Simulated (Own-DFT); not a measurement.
## Calculated data, AlN (wurtzite, strained, atoms displaced)

Computed with Own-DFT development build. A calculation, not a measurement: plane-wave PBE density functional theory by an unreviewed code, no spin, of a simulated periodic cell, stress positive in tension, free energy of the whole cell less one offset for each atom, forces on such cells passed a denser k mesh, this cell's mesh not checked; offsets are fitted by least squares, one for each functional and potential file, so energies compare only between cells with the same atoms and settings and are not formation energies; the far tail of each file's local potential was reset to the Coulomb form; each entry is a single point on an unrelaxed cell, so the pressure reflects the starting lattice, mostly measured values (interpolated for alloys), from which strain is counted, and rises with the displacements; printed positions are rounded, which can move forces by about a meV/angstrom; the program, named Own-DFT, is a retired in-house code; no spin-orbit coupling.

```xyz
128
Lattice="12.4488 0.0758 -0.1479 -6.1587 10.6888 0.1881 -0.1184 0.1055 10.1466" Properties=species:S:1:pos:R:3 formula=AlN functional=PBE potential_files=PseudoDojo_norm-conserving,scalar-relativistic,standard_set wave_cutoff=42 occupations=Fermi-Dirac smearing_width=0.1 k_mesh=2_x_2_x_2_centred_on_Gamma
Al     0.0027     1.7507     0.0501
Al     1.5355     0.9412     2.5473
N     -0.0447     1.8209     1.9910
N      1.5558     0.8911     4.4777
Al    -0.0653     1.7316     5.0733
Al     1.4539     0.9900     7.6397
N      0.0517     1.9025     6.9811
N      1.5325     0.9832     9.5835
Al    -1.6653     4.4871    10.2052
Al    -0.0324     3.6454     2.5458
N     -1.5464     4.5531     2.0236
N      0.0066     3.6369     4.5464
Al    -1.5925     4.5014     5.1864
Al    -0.0243     3.6344     7.6658
N     -1.5132     4.5234     7.0124
N     -0.1234     3.5685     9.4863
Al    -3.0926     7.1790     0.1494
Al    -1.5737     6.2721     2.5581
N     -3.0908     7.0033     2.1026
N     -1.5938     6.2553     4.5440
Al    -3.2221     7.2130     5.2573
Al    -1.6490     6.3026     7.6703
N     -3.1190     7.2390     7.0918
N     -1.7355     6.3708     9.5999
Al    -4.5481     9.7163     0.1821
Al    -3.1058     8.9163     2.6714
N     -4.6780     9.8068     2.1204
N     -3.1213     8.9519     4.5564
Al    -4.6987     9.8627     5.2216
Al    -3.2070     9.0263     7.7376
N     -4.6898     9.7657     7.1964
N     -3.1075     9.0019     9.6480
Al     3.1212     1.8003     0.0115
Al     4.6452     0.8689     2.4576
N      3.1670     1.8988     1.8927
N      4.6279     0.9418     4.3851
Al     3.0778     1.9244     5.0392
Al     4.6059     1.0114     7.5061
N      2.9592     1.7689     7.0569
N      4.4893     1.0411     9.5053
Al     1.4195     4.5622    10.1400
Al     3.1118     3.6216     2.4715
N      1.5168     4.5265     1.9782
N      3.0112     3.6584     4.4950
Al     1.5298     4.5658     5.0765
Al     3.0513     3.7110     7.6460
N      1.4155     4.5831     7.0935
N      3.0098     3.6267     9.5340
Al     0.1394     7.1636     0.1302
Al     1.5989     6.3270     2.5464
N     -0.0386     7.1014     2.0260
N      1.5519     6.2174     4.5707
Al    -0.0580     7.2353     5.1816
Al     1.4686     6.3438     7.5171
N     -0.0437     7.2056     7.1340
N      1.4580     6.3362     9.6202
Al    -1.4580     9.7668     0.1357
Al     0.0650     8.8873     2.5565
N     -1.5615     9.7705     2.0563
N     -0.0213     8.9787     4.5967
Al    -1.6642     9.8792     5.2105
Al    -0.0566     9.0719     7.7263
N     -1.6211     9.9624     7.0849
N     -0.0904     9.0764     9.6970
Al     6.0220     1.9587    10.0921
Al     7.8479     0.9528     2.4145
N      6.2554     1.8280     1.8908
N      7.7191     1.0302     4.4508
Al     6.2326     1.8788     5.0028
Al     7.6405     1.0550     7.5368
N      6.2328     1.8419     6.9691
N      7.6677     1.0295     9.4658
Al     4.6239     4.6224    10.0742
Al     6.2173     3.6239     2.4480
N      4.7390     4.5393     1.8710
N      6.1687     3.7623     4.4718
Al     4.5212     4.6130     5.0536
Al     6.1844     3.7733     7.5761
N      4.6594     4.5587     6.9946
N      6.1655     3.6625     9.4646
Al     3.1494     7.1900     0.0801
Al     4.6670     6.3798     2.4800
N      3.1355     7.1669     2.0151
N      4.6434     6.3480     4.4928
Al     3.0667     7.2416     5.0862
Al     4.5865     6.3501     7.6198
N      3.0667     7.2007     6.9966
N      4.5200     6.3523     9.5971
Al     1.5246     9.9788    10.2144
Al     3.1364     8.9558     2.6030
N      1.6092     9.8463     2.0754
N      3.1763     9.0395     4.5035
Al     1.5605     9.8583     5.1173
Al     3.0648     9.0689     7.6372
N      1.4652     9.8271     7.1015
N      3.1483     9.0135     9.5473
Al     9.2652     2.0239    10.0414
Al    10.9432     1.0047     2.4816
N      9.3622     1.8465     1.9692
N     10.8478     0.8575     4.3716
Al     9.3242     1.9067     4.9324
Al    10.8232     0.9912     7.4671
N      9.2868     1.8840     6.9170
N     10.8614     1.1105     9.4296
Al     7.7648     4.5560    -0.0207
Al     9.3573     3.6693     2.4712
N      7.8028     4.6144     1.8296
N      9.2653     3.6816     4.4493
Al     7.7439     4.5510     5.0551
Al     9.2561     3.6436     7.4899
N      7.6058     4.6179     6.9181
N      9.1545     3.6413     9.4344
Al     6.2251     7.2455     0.0265
Al     7.7251     6.3819     2.4503
N      6.2373     7.1866     1.9764
N      7.7464     6.3099     4.4111
Al     6.1971     7.1919     5.0735
Al     7.7581     6.2870     7.5450
N      6.1928     7.2109     7.0491
N      7.6708     6.3904     9.5163
Al     4.5509    10.0404    10.1752
Al     6.2642     8.9962     2.4805
N      4.7362     9.8953     2.0142
N      6.2091     8.9191     4.5346
Al     4.5727     9.8960     5.0648
Al     6.2006     9.0419     7.6517
N      4.7023     9.9412     7.0130
N      6.2307     9.1490     9.5769
```

Units: wave_cutoff in hartree; smearing_width in eV.

**Q.** Give the missing stress zz for AlN (wurtzite, strained, atoms displaced).
**A.** 3.58 GPa

**Q.** Give the table of force values for AlN (wurtzite, strained, atoms displaced).
**A.** 
Force:
```csv
element,x (eV/Å),y (eV/Å),z (eV/Å)
Al,1.847,-0.164,0.122
Al,0.689,-0.019,-0.072
N,0.828,0.435,-0.509
N,-0.54,1.324,-0.915
Al,1.049,1.635,0.502
Al,0.467,-1.659,0.722
N,-2.594,-1.087,-0.034
N,-1.845,-0.526,0.027
Al,-0.404,1.377,-0.487
Al,0.602,-0.219,1.679
N,-0.51,-2.332,-1.463
N,-1.128,-1.281,-1.087
Al,0.599,0.172,-1.255
Al,-0.5,-0.302,-1.059
N,-2.34,-0.242,1.596
N,0.059,1.315,2.158
Al,0.017,-1.766,-0.192
Al,0.856,-0.473,2.604
N,-1.855,3.518,-1.77
N,-0.076,1.041,0.118
Al,1.094,-1.012,-1.915
Al,1.168,0.104,0.673
N,-1.292,-0.54,0.588
N,1.63,-0.981,0.477
Al,0.218,1.913,-0.044
Al,0.082,-0.889,0.433
N,1.228,0.349,-0.726
N,-0.728,0.172,0.471
Al,-0.087,-1.822,0.613
Al,2.403,-0.926,0.538
N,-1.654,2.389,-1.059
N,-0.673,0.287,0.402
Al,0.075,-0.182,-0.298
Al,0.655,0.864,0.612
N,-1.149,-1.685,0.494
N,-0.095,0.974,0.223
Al,-0.135,-1.79,0.982
Al,-0.486,0.385,1.105
N,1.988,2.553,-1.738
N,1.547,-0.972,-0.283
Al,0.452,-0.515,0.222
Al,0.372,1.143,0.752
N,0.62,-0.315,-1.016
N,1.069,0.227,-1.086
Al,-1.182,-2.46,1.61
Al,-0.512,-1.127,-0.43
N,2.142,-0.601,-1.098
N,0.218,1.866,0.221
Al,-2.334,-0.678,-1.134
Al,-1.159,-1.516,1.418
N,1.68,1.117,-0.677
N,-0.161,4.11,-1.608
Al,-0.327,-1.379,-0.052
Al,0.926,0.184,1.967
N,-1.39,1.364,-0.752
N,0.876,0.871,-0.507
Al,-1.546,1.71,0.231
Al,-1.13,0.82,1.728
N,0.63,0.17,-0.456
N,0.21,0.336,-1.165
Al,1.468,-0.095,-0.381
Al,-0.994,-1.398,-0.048
N,0.055,-1.342,0.719
N,2.081,-0.766,-0.706
Al,0.994,-1.308,0.257
Al,-1.595,0.171,1.366
N,-0.457,-0.334,-0.53
N,1.544,-1.32,-1.455
Al,-1.658,0.879,0.267
Al,2.958,-2.09,0.656
N,-3.148,2.426,-1.181
N,0.366,0.759,0.221
Al,-0.865,-1.601,0.886
Al,0.879,0.492,1.361
N,-1.499,0.327,-0.045
N,-0.539,-1.621,-0.896
Al,1.679,-0.955,0.207
Al,-0.707,-2.424,0.161
N,-1.976,0.26,-0.014
N,-0.464,1.527,0.132
Al,-0.484,-1.186,-0.721
Al,1.156,-2.269,1.814
N,-0.815,1.445,-1.113
N,-0.854,0.525,-1.115
Al,0.563,-0.658,0.316
Al,0.768,0.23,0.179
N,-0.311,1.085,0.165
N,0.96,1.627,-0.774
Al,-0.089,-0.692,0.272
Al,1.104,0.716,0.18
N,-0.06,-0.318,-1.303
N,-3.072,-1.557,-0.591
Al,-0.744,0.715,0.7
Al,0.669,-1.033,-0.213
N,1.304,1.7,-0.462
N,-1.446,0.984,0.577
Al,-0.596,-3.125,1.037
Al,-0.843,-1.053,-0.198
N,0.61,0.847,-1.743
N,0.143,3.776,-0.793
Al,-0.516,-0.827,0.902
Al,1.068,1.135,0.149
N,-0.426,-0.249,-0.529
N,-1.966,-0.651,-0.659
Al,0.512,-0.863,-0.401
Al,-0.642,0.855,0.525
N,-0.342,-1.602,0.788
N,1.016,-0.087,-0.819
Al,-0.712,0.626,-0.884
Al,0.431,1.054,0.139
N,3.019,-1.176,0.08
N,0.837,3.147,-0.498
Al,0.3,-0.88,-0.8
Al,1.899,-1.899,1.939
N,-1.299,1.679,-1.88
N,0.045,0.674,0.246
Al,0.249,-0.468,0.733
Al,-0.185,2.589,1.131
N,-0.502,0.299,-0.222
N,-0.021,1.041,-0.241
Al,1.762,-0.655,0.802
Al,-0.388,-0.401,2.119
N,-1.265,0.01,-0.988
N,-0.083,2.129,-1.235
Al,3.563,-1.912,1.956
Al,0.223,-0.885,-0.285
N,-1.458,-0.414,0.274
N,-1.663,-0.877,0.071
```

Further results for AlN (wurtzite, strained, atoms displaced):

- free energy of cell above offsets: -54.023 eV
- pressure: 3.05 GPa
- stress xx: -5.24 GPa
- stress yy: -7.49 GPa
- stress yz: 3.39 GPa
- stress xz: -3.25 GPa
- stress xy: 2.04 GPa
